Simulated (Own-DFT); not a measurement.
Si3N4 (beta silicon nitride, atoms displaced) (calculated)

Computed with Own-DFT development build. A calculation, not a measurement: plane-wave PBE density functional theory by an unreviewed code, no spin, of a simulated periodic cell, stress positive in tension, free energy of the whole cell less one offset for each atom, forces on such cells passed a denser k mesh, this cell's mesh not checked; offsets are fitted by least squares, one for each functional and potential file, so energies compare only between cells with the same atoms and settings and are not formation energies; the far tail of each file's local potential was reset to the Coulomb form; each entry is a single point on an unrelaxed cell, so the pressure reflects the starting lattice, mostly measured values (interpolated for alloys), from which strain is counted, and rises with the displacements; printed positions are rounded, which can move forces by about a meV/angstrom; the program, named Own-DFT, is a retired in-house code; no spin-orbit coupling.

Settings shared by all entries: functional PBE; potential files PseudoDojo norm-conserving, scalar-relativistic, standard set; wave cutoff 42 hartree; occupations Fermi-Dirac; smearing width 0.1 eV; k mesh 3 x 3 x 3 centred on Gamma.

```yaml
- entry: 1
  formula: Si3N4
  kind: "beta silicon nitride, atoms displaced"
  structure:
    cell_angstrom: [[7.606, 0.0, 0.0], [-3.803, 6.587, 0.0], [0.0, 0.0, 8.727]]
    atoms_fractional:
      - [Si, 0.17531, 0.77015, 0.08257]
      - [Si, 0.23124, 0.40764, 0.08398]
      - [Si, 0.5917, 0.82103, 0.08426]
      - [Si, 0.82954, 0.2312, 0.25232]
      - [Si, 0.76896, 0.59575, 0.25092]
      - [Si, 0.40426, 0.17442, 0.24814]
      - ["N", 0.33035, 0.03027, 0.08242]
      - ["N", 0.97391, 0.3063, 0.0777]
      - ["N", 0.70053, 0.67269, 0.08012]
      - ["N", 0.67009, 0.96877, 0.24847]
      - ["N", 0.03136, 0.69956, 0.25054]
      - ["N", 0.30245, 0.33507, 0.24747]
      - ["N", 0.33573, 0.66633, 0.0857]
      - ["N", 0.66632, 0.3368, 0.24664]
      - [Si, 0.17809, 0.76991, 0.4173]
      - [Si, 0.23353, 0.40729, 0.41932]
      - [Si, 0.59518, 0.82746, 0.41678]
      - [Si, 0.82709, 0.22842, 0.58463]
      - [Si, 0.76898, 0.59733, 0.58389]
      - [Si, 0.4025, 0.17624, 0.57927]
      - ["N", 0.33624, 0.03563, 0.41643]
      - ["N", 0.97012, 0.29824, 0.41281]
      - ["N", 0.70154, 0.67495, 0.41888]
      - ["N", 0.66717, 0.97052, 0.58391]
      - ["N", 0.03392, 0.70071, 0.58312]
      - ["N", 0.29429, 0.3298, 0.58484]
      - ["N", 0.33342, 0.66774, 0.41264]
      - ["N", 0.66316, 0.32845, 0.58109]
      - [Si, 0.17317, 0.77068, 0.75091]
      - [Si, 0.22999, 0.40553, 0.75128]
      - [Si, 0.59166, 0.81805, 0.7483]
      - [Si, 0.82535, 0.23159, 0.9151]
      - [Si, 0.76501, 0.59139, 0.9166]
      - [Si, 0.39938, 0.17572, 0.91742]
      - ["N", 0.33162, 0.02742, 0.75439]
      - ["N", 0.96764, 0.30185, 0.74948]
      - ["N", 0.69029, 0.66564, 0.75425]
      - ["N", 0.67095, 0.97185, 0.91517]
      - ["N", 0.02354, 0.69262, 0.91884]
      - ["N", 0.29757, 0.32927, 0.91256]
      - ["N", 0.34305, 0.67245, 0.74923]
      - ["N", 0.66329, 0.33212, 0.91833]
  results:
    "free_energy_of_cell_above_offsets [eV]": "-7.308"
    "pressure [GPa]": 5.57
    "stress_xx [GPa]": -6.11
    "stress_yy [GPa]": -5.75
    "stress_zz [GPa]": -4.87
    "stress_yz [GPa]": -0.77
    "stress_xz [GPa]": -1.3
    "stress_xy [GPa]": 0.0
    force_element: [Si, Si, Si, Si, Si, Si, "N", "N", "N", "N", "N", "N", "N", "N", Si, Si, Si, Si, Si, Si, "N", "N", "N", "N", "N", "N", "N", "N", Si, Si, Si, Si, Si, Si, "N", "N", "N", "N", "N", "N", "N", "N"]
    "force_x [eV/angstrom]": [0.076, 0.179, 0.06, -1.293, -0.095, 0.495, -0.357, -0.557, 0.626, 0.08, -0.076, 0.233, -1.032, 0.683, -0.456, -0.45, -0.48, -1.003, 0.289, 0.81, -0.498, 0.548, 0.518, 0.44, -0.798, 0.583, 0.49, 0.209, 0.956, -0.545, -0.115, -0.869, -0.098, 1.661, -0.649, 0.73, 2.13, 0.116, 1.024, -0.504, -2.954, -0.105]
    "force_y [eV/angstrom]": [-0.726, 0.001, 1.557, 0.243, 0.081, 0.665, -0.019, -0.632, -0.47, 0.322, 0.293, -0.484, 0.196, -0.691, 0.267, 0.193, 0.348, 0.426, -1.097, -0.294, -1.204, 0.209, -0.399, -0.608, -0.148, -0.37, -0.077, 1.432, -0.653, 1.016, 3.08, -0.187, -0.456, -0.251, 0.987, 0.349, -0.846, -0.935, 0.808, 0.306, -2.127, -0.108]
    "force_z [eV/angstrom]": [0.183, -0.779, -1.041, -2.129, -0.549, -0.079, 0.212, 1.365, 1.112, 0.371, 0.174, 0.927, -0.286, 0.304, -0.478, -1.307, -0.08, -0.755, 0.455, 1.916, -0.543, 1.666, -0.3, -0.14, 0.138, -0.204, 0.423, 0.111, 0.554, -0.264, 0.838, 0.353, 0.365, -0.348, -1.343, -0.153, -1.319, 0.191, -0.671, 1.266, 0.038, -0.196]
- entry: 2
  formula: Si3N4
  kind: "beta silicon nitride, atoms displaced"
  structure:
    cell_angstrom: [[7.606, 0.0, 0.0], [-3.803, 6.587, 0.0], [0.0, 0.0, 8.727]]
    atoms_fractional:
      - [Si, 0.17545, 0.76877, 0.08145]
      - [Si, 0.23234, 0.40543, 0.08388]
      - [Si, 0.59124, 0.82374, 0.08476]
      - [Si, 0.8251, 0.23261, 0.25467]
      - [Si, 0.76472, 0.59344, 0.24916]
      - [Si, 0.40471, 0.17384, 0.24963]
      - ["N", 0.33171, 0.03489, 0.08545]
      - ["N", 0.96747, 0.29971, 0.084]
      - ["N", 0.69516, 0.66733, 0.08036]
      - ["N", 0.66623, 0.96693, 0.25397]
      - ["N", 0.03063, 0.69862, 0.24996]
      - ["N", 0.30378, 0.33511, 0.25274]
      - ["N", 0.33829, 0.66727, 0.08122]
      - ["N", 0.66843, 0.33779, 0.25406]
      - [Si, 0.17373, 0.77225, 0.41757]
      - [Si, 0.23646, 0.40981, 0.41439]
      - [Si, 0.59782, 0.83103, 0.421]
      - [Si, 0.82529, 0.23266, 0.58623]
      - [Si, 0.76922, 0.59853, 0.58325]
      - [Si, 0.40657, 0.17509, 0.57677]
      - ["N", 0.33003, 0.03155, 0.41499]
      - ["N", 0.97315, 0.30304, 0.42002]
      - ["N", 0.69944, 0.66798, 0.41712]
      - ["N", 0.67278, 0.96985, 0.58216]
      - ["N", 0.03108, 0.702, 0.58262]
      - ["N", 0.30041, 0.33642, 0.5834]
      - ["N", 0.33052, 0.66519, 0.41607]
      - ["N", 0.66618, 0.32484, 0.58052]
      - [Si, 0.17055, 0.76493, 0.75128]
      - [Si, 0.22871, 0.40375, 0.74871]
      - [Si, 0.59036, 0.82493, 0.75462]
      - [Si, 0.82251, 0.22648, 0.91542]
      - [Si, 0.76591, 0.59681, 0.91768]
      - [Si, 0.39949, 0.17084, 0.91427]
      - ["N", 0.32688, 0.02763, 0.74642]
      - ["N", 0.96549, 0.29971, 0.74705]
      - ["N", 0.69818, 0.67011, 0.75095]
      - ["N", 0.66861, 0.97351, 0.91573]
      - ["N", 0.03691, 0.7002, 0.91883]
      - ["N", 0.30425, 0.33577, 0.91584]
      - ["N", 0.3358, 0.66697, 0.74829]
      - ["N", 0.66877, 0.33036, 0.91664]
  results:
    "free_energy_of_cell_above_offsets [eV]": "-7.349"
    "pressure [GPa]": 5.54
    "stress_xx [GPa]": -4.45
    "stress_yy [GPa]": -5.3
    "stress_zz [GPa]": -6.86
    "stress_yz [GPa]": -1.12
    "stress_xz [GPa]": -0.27
    "stress_xy [GPa]": 0.33
    force_element: [Si, Si, Si, Si, Si, Si, "N", "N", "N", "N", "N", "N", "N", "N", Si, Si, Si, Si, Si, Si, "N", "N", "N", "N", "N", "N", "N", "N", Si, Si, Si, Si, Si, Si, "N", "N", "N", "N", "N", "N", "N", "N"]
    "force_x [eV/angstrom]": [0.678, -0.53, 0.369, 0.237, 0.739, 0.452, -0.197, 0.566, 0.194, 0.212, -0.459, 0.427, -1.412, -0.284, 0.672, -1.082, -0.606, 0.608, 0.443, -0.437, -0.182, -0.167, -0.524, -0.037, -0.537, 1.358, 0.35, -1.537, 0.971, -0.2, 0.376, 0.239, 1.469, 1.203, -0.182, 1.167, 0.334, 0.124, -1.952, -0.193, -1.166, -1.505]
    "force_y [eV/angstrom]": [0.138, 0.059, 1.098, 0.11, 0.433, 1.009, -1.035, -0.098, 0.336, 0.836, 0.202, -0.522, -0.299, -1.14, -0.971, 0.033, -1.759, -0.607, -1.507, 0.398, -0.245, -0.342, 0.53, 0.126, -0.182, -1.023, 1.472, 2.204, 0.419, 0.563, 0.426, 1.594, -1.362, 0.772, 0.324, 0.383, 0.099, -1.605, -0.605, -0.524, -0.48, 0.74]
    "force_z [eV/angstrom]": [1.421, 0.031, 0.018, -0.346, 0.106, 0.194, -0.847, 0.06, 0.9, -0.86, -0.366, -1.108, 0.074, -0.286, -0.57, 1.027, -0.706, -1.438, 0.087, 1.653, -0.302, -0.41, -0.142, 1.634, 0.499, -0.405, 0.067, 0.202, -0.72, 0.137, -1.442, 0.444, -0.541, -0.115, 0.105, 1.445, -0.003, 0.854, -0.525, 0.013, 0.22, -0.063]
- entry: 3
  formula: Si3N4
  kind: "beta silicon nitride, atoms displaced"
  structure:
    cell_angstrom: [[7.606, 0.0, 0.0], [-3.803, 6.587, 0.0], [0.0, 0.0, 8.727]]
    atoms_fractional:
      - [Si, 0.16772, 0.76707, 0.08762]
      - [Si, 0.23106, 0.40764, 0.0844]
      - [Si, 0.59724, 0.82824, 0.08059]
      - [Si, 0.82589, 0.22944, 0.24897]
      - [Si, 0.77079, 0.59766, 0.2484]
      - [Si, 0.40783, 0.17495, 0.25435]
      - ["N", 0.33261, 0.03077, 0.08036]
      - ["N", 0.96551, 0.30144, 0.08104]
      - ["N", 0.6993, 0.66733, 0.08735]
      - ["N", 0.67015, 0.96466, 0.24889]
      - ["N", 0.03622, 0.6962, 0.2485]
      - ["N", 0.30111, 0.33651, 0.2491]
      - ["N", 0.3304, 0.66695, 0.08455]
      - ["N", 0.66421, 0.33126, 0.24912]
      - [Si, 0.17309, 0.77424, 0.41824]
      - [Si, 0.22557, 0.40328, 0.41835]
      - [Si, 0.59444, 0.82169, 0.42065]
      - [Si, 0.82963, 0.23173, 0.58591]
      - [Si, 0.77217, 0.59587, 0.58407]
      - [Si, 0.40534, 0.17349, 0.58303]
      - ["N", 0.33348, 0.03058, 0.4176]
      - ["N", 0.96381, 0.29804, 0.41729]
      - ["N", 0.7003, 0.66854, 0.41478]
      - ["N", 0.66528, 0.96698, 0.58106]
      - ["N", 0.03068, 0.69739, 0.58382]
      - ["N", 0.30014, 0.33551, 0.58428]
      - ["N", 0.33251, 0.66742, 0.41867]
      - ["N", 0.66451, 0.33155, 0.5827]
      - [Si, 0.17431, 0.77082, 0.74839]
      - [Si, 0.22404, 0.39847, 0.74934]
      - [Si, 0.59009, 0.82588, 0.74964]
      - [Si, 0.82257, 0.23187, 0.91774]
      - [Si, 0.76411, 0.5927, 0.9184]
      - [Si, 0.4069, 0.17821, 0.91815]
      - ["N", 0.33367, 0.0327, 0.7499]
      - ["N", 0.9694, 0.29948, 0.75281]
      - ["N", 0.70237, 0.67172, 0.75068]
      - ["N", 0.67143, 0.96832, 0.91935]
      - ["N", 0.03144, 0.70117, 0.91499]
      - ["N", 0.30177, 0.33258, 0.91746]
      - ["N", 0.32944, 0.66396, 0.74825]
      - ["N", 0.66117, 0.33338, 0.9181]
  results:
    "free_energy_of_cell_above_offsets [eV]": "-7.384"
    "pressure [GPa]": 5.54
    "stress_xx [GPa]": -4.77
    "stress_yy [GPa]": -4.29
    "stress_zz [GPa]": -7.55
    "stress_yz [GPa]": 0.69
    "stress_xz [GPa]": 0.19
    "stress_xy [GPa]": -1.13
    force_element: [Si, Si, Si, Si, Si, Si, "N", "N", "N", "N", "N", "N", "N", "N", Si, Si, Si, Si, Si, Si, "N", "N", "N", "N", "N", "N", "N", "N", Si, Si, Si, Si, Si, Si, "N", "N", "N", "N", "N", "N", "N", "N"]
    "force_x [eV/angstrom]": [2.091, -0.35, -1.012, -0.975, 0.589, -0.654, -0.405, 0.835, -0.395, 0.132, -2.237, 0.608, 0.533, 0.744, 1.587, 0.183, -0.847, -1.592, -0.838, -0.107, -0.57, 0.868, 0.656, 0.426, -0.313, 0.762, -0.425, 0.696, 0.606, 0.953, 0.205, -0.505, 0.795, -0.473, -0.263, -0.805, -0.445, -0.042, -0.964, -0.547, 0.124, 1.373]
    "force_y [eV/angstrom]": [0.876, 0.382, -1.388, -0.495, -1.236, 0.256, -0.145, 0.198, 0.539, 0.762, -0.418, -1.123, 0.361, 0.836, -1.298, 1.151, -0.075, -0.498, -0.762, 0.818, 0.178, 0.185, -0.009, 1.0, 0.322, -1.228, -0.14, 0.464, -0.141, 1.704, -0.665, -0.026, 0.461, -0.897, -0.193, -0.584, 0.296, 0.688, -0.355, 0.01, -0.006, 0.198]
    "force_z [eV/angstrom]": [-2.613, -0.534, 1.419, 0.0, 0.826, -1.851, 1.459, 0.586, -1.29, 0.63, 1.82, 0.923, -0.21, 0.154, -0.312, -0.61, -1.679, -0.44, -0.089, 0.511, 0.137, 0.0, 0.744, 1.16, -0.331, -0.416, 0.048, 0.183, 0.915, 0.871, 0.13, -0.006, -0.304, -0.23, -0.023, -0.258, -0.178, -1.45, 0.526, -0.186, 0.161, -0.191]
- entry: 4
  formula: Si3N4
  kind: "beta silicon nitride, atoms displaced"
  structure:
    cell_angstrom: [[7.606, 0.0, 0.0], [-3.803, 6.587, 0.0], [0.0, 0.0, 8.727]]
    atoms_fractional:
      - [Si, 0.17677, 0.7724, 0.07949]
      - [Si, 0.2322, 0.4065, 0.08486]
      - [Si, 0.59866, 0.82725, 0.08117]
      - [Si, 0.82608, 0.22889, 0.2501]
      - [Si, 0.76805, 0.59101, 0.25224]
      - [Si, 0.40513, 0.17327, 0.25123]
      - ["N", 0.33191, 0.02514, 0.0838]
      - ["N", 0.96656, 0.29778, 0.08254]
      - ["N", 0.69789, 0.66801, 0.07819]
      - ["N", 0.67031, 0.97299, 0.24923]
      - ["N", 0.0349, 0.70241, 0.25258]
      - ["N", 0.30521, 0.33455, 0.24918]
      - ["N", 0.32848, 0.66422, 0.08391]
      - ["N", 0.67025, 0.33574, 0.25343]
      - [Si, 0.17094, 0.77052, 0.41645]
      - [Si, 0.2322, 0.40715, 0.41383]
      - [Si, 0.59292, 0.82262, 0.41979]
      - [Si, 0.82277, 0.23273, 0.58523]
      - [Si, 0.76577, 0.59268, 0.57988]
      - [Si, 0.40118, 0.17343, 0.58073]
      - ["N", 0.33227, 0.03083, 0.41546]
      - ["N", 0.96481, 0.29727, 0.41527]
      - ["N", 0.7023, 0.67003, 0.41851]
      - ["N", 0.66918, 0.96801, 0.58169]
      - ["N", 0.03014, 0.69607, 0.58278]
      - ["N", 0.30473, 0.33338, 0.58467]
      - ["N", 0.33527, 0.66865, 0.41655]
      - ["N", 0.66274, 0.33355, 0.58233]
      - [Si, 0.17161, 0.76507, 0.74735]
      - [Si, 0.22845, 0.39983, 0.74973]
      - [Si, 0.59891, 0.82578, 0.74996]
      - [Si, 0.82804, 0.22971, 0.91555]
      - [Si, 0.77018, 0.59649, 0.9129]
      - [Si, 0.40498, 0.17443, 0.91808]
      - ["N", 0.33167, 0.0329, 0.75091]
      - ["N", 0.97188, 0.30499, 0.7458]
      - ["N", 0.69889, 0.66578, 0.75177]
      - ["N", 0.66392, 0.96809, 0.91286]
      - ["N", 0.03146, 0.70093, 0.91629]
      - ["N", 0.30336, 0.33252, 0.91796]
      - ["N", 0.33388, 0.66537, 0.75005]
      - ["N", 0.66238, 0.33062, 0.91759]
  results:
    "free_energy_of_cell_above_offsets [eV]": "-7.463"
    "pressure [GPa]": 5.44
    "stress_xx [GPa]": -4.36
    "stress_yy [GPa]": -5.72
    "stress_zz [GPa]": -6.24
    "stress_yz [GPa]": -0.86
    "stress_xz [GPa]": -0.86
    "stress_xy [GPa]": 0.58
    force_element: [Si, Si, Si, Si, Si, Si, "N", "N", "N", "N", "N", "N", "N", "N", Si, Si, Si, Si, Si, Si, "N", "N", "N", "N", "N", "N", "N", "N", Si, Si, Si, Si, Si, Si, "N", "N", "N", "N", "N", "N", "N", "N"]
    "force_x [eV/angstrom]": [0.011, -0.415, -1.334, -0.61, 0.206, 0.831, -0.268, 0.893, 0.584, 0.179, -1.261, 0.019, 1.089, -0.554, 1.494, -0.581, -0.147, -0.222, 0.583, 0.862, -0.379, 1.262, -0.571, 0.241, -0.821, -0.831, -0.654, 0.438, 1.103, 0.538, -1.237, -1.348, 0.476, 0.308, -0.385, -0.435, -0.152, 0.651, -0.395, -0.62, 0.131, 1.323]
    "force_y [eV/angstrom]": [-1.46, 0.234, -0.515, 0.548, 0.885, 0.332, 1.854, 0.137, 0.03, -1.539, -0.358, -0.453, 0.691, -0.964, -0.298, 0.095, 0.659, -0.235, -0.269, -0.025, -0.183, 0.509, 0.371, 0.585, -0.016, 0.009, -0.385, -0.3, 0.751, 1.572, -0.816, 0.383, -1.322, -0.246, -0.91, -0.669, 0.588, 0.638, -0.111, -0.282, -0.175, 0.66]
    "force_z [eV/angstrom]": [1.129, -0.699, 0.431, -0.225, -1.153, -0.739, 0.141, 0.034, 1.361, 0.211, -1.298, 0.188, -0.06, -0.241, 0.199, 0.971, -1.291, -1.173, 1.446, 1.029, 0.331, 0.667, -0.884, 0.822, -0.221, -1.022, 0.012, 0.037, 0.684, 0.262, -0.539, -0.176, 1.091, -0.225, -0.615, 1.038, -1.503, 0.601, -0.471, 0.022, -0.088, -0.082]
- entry: 5
  formula: Si3N4
  kind: "beta silicon nitride, atoms displaced"
  structure:
    cell_angstrom: [[7.606, 0.0, 0.0], [-3.803, 6.587, 0.0], [0.0, 0.0, 8.727]]
    atoms_fractional:
      - [Si, 0.1749, 0.76874, 0.08462]
      - [Si, 0.22945, 0.40478, 0.08432]
      - [Si, 0.59441, 0.82276, 0.08148]
      - [Si, 0.81889, 0.22821, 0.24942]
      - [Si, 0.77493, 0.59701, 0.24985]
      - [Si, 0.40627, 0.17712, 0.25287]
      - ["N", 0.33532, 0.03428, 0.0843]
      - ["N", 0.97026, 0.30052, 0.07991]
      - ["N", 0.70144, 0.66683, 0.08207]
      - ["N", 0.6748, 0.97284, 0.24857]
      - ["N", 0.03126, 0.69639, 0.24809]
      - ["N", 0.29722, 0.33281, 0.24839]
      - ["N", 0.33434, 0.66443, 0.0857]
      - ["N", 0.66599, 0.3284, 0.24745]
      - [Si, 0.17373, 0.7705, 0.41403]
      - [Si, 0.22318, 0.40155, 0.42118]
      - [Si, 0.60046, 0.82881, 0.41776]
      - [Si, 0.82309, 0.23237, 0.58167]
      - [Si, 0.76799, 0.59411, 0.58493]
      - [Si, 0.39848, 0.17117, 0.57839]
      - ["N", 0.3293, 0.03047, 0.41851]
      - ["N", 0.96922, 0.30296, 0.42165]
      - ["N", 0.69731, 0.67014, 0.41605]
      - ["N", 0.66509, 0.96897, 0.58508]
      - ["N", 0.03488, 0.70622, 0.58578]
      - ["N", 0.30455, 0.33502, 0.58389]
      - ["N", 0.33092, 0.66514, 0.41507]
      - ["N", 0.66084, 0.3298, 0.58428]
      - [Si, 0.17099, 0.76983, 0.75285]
      - [Si, 0.24029, 0.4073, 0.74486]
      - [Si, 0.59658, 0.83073, 0.7457]
      - [Si, 0.83527, 0.23865, 0.91717]
      - [Si, 0.76664, 0.59371, 0.92202]
      - [Si, 0.40468, 0.17219, 0.91891]
      - ["N", 0.3328, 0.02795, 0.74655]
      - ["N", 0.96895, 0.30009, 0.75357]
      - ["N", 0.69722, 0.66288, 0.74864]
      - ["N", 0.66516, 0.97018, 0.91653]
      - ["N", 0.0291, 0.70068, 0.916]
      - ["N", 0.30165, 0.32672, 0.91671]
      - ["N", 0.33609, 0.66709, 0.74751]
      - ["N", 0.66842, 0.33354, 0.91738]
  results:
    "free_energy_of_cell_above_offsets [eV]": "-7.057"
    "pressure [GPa]": 5.72
    "stress_xx [GPa]": -5.3
    "stress_yy [GPa]": -4.91
    "stress_zz [GPa]": -6.97
    "stress_yz [GPa]": 0.22
    "stress_xz [GPa]": 0.96
    "stress_xy [GPa]": 0.22
    force_element: [Si, Si, Si, Si, Si, Si, "N", "N", "N", "N", "N", "N", "N", "N", Si, Si, Si, Si, Si, Si, "N", "N", "N", "N", "N", "N", "N", "N", Si, Si, Si, Si, Si, Si, "N", "N", "N", "N", "N", "N", "N", "N"]
    "force_x [eV/angstrom]": [0.84, 0.384, -0.298, 1.762, -1.209, -0.436, -0.366, 0.12, -0.729, 0.052, -0.206, 0.641, -0.484, -0.889, 0.869, 1.117, -1.754, -0.357, 0.581, 1.158, -0.3, -0.841, 1.457, 0.548, -1.168, 0.212, 0.427, 0.2, 1.659, -1.682, 0.037, -2.032, 0.564, 1.106, -0.442, 1.303, -0.862, 0.586, 0.051, -0.93, -0.654, -0.032]
    "force_y [eV/angstrom]": [0.348, 0.054, 0.513, 0.909, -1.09, 0.042, -1.313, 0.097, 0.734, -1.382, 0.322, -0.821, 0.457, 1.684, -0.732, 1.512, -0.626, 0.045, -0.44, 0.497, -0.242, -0.73, -0.494, 1.087, -0.668, -0.794, 0.597, 0.508, -0.282, 0.475, -1.459, -1.447, -0.918, 0.371, 0.709, 0.45, 1.08, 0.28, 0.166, 0.574, -0.015, -0.058]
    "force_z [eV/angstrom]": [-1.07, -1.011, -0.099, -0.246, 0.176, -0.827, 0.832, 1.937, 1.516, 0.296, 0.445, 1.49, -0.186, 0.452, 1.27, -1.344, -0.527, 1.892, -0.345, 2.159, -1.534, -1.446, -0.096, -1.468, -1.165, -1.289, 0.064, -0.483, -0.648, 2.481, 1.988, -0.356, -2.386, -1.308, 0.732, -2.054, 0.903, -0.115, 1.126, -0.092, 0.191, 0.145]
```
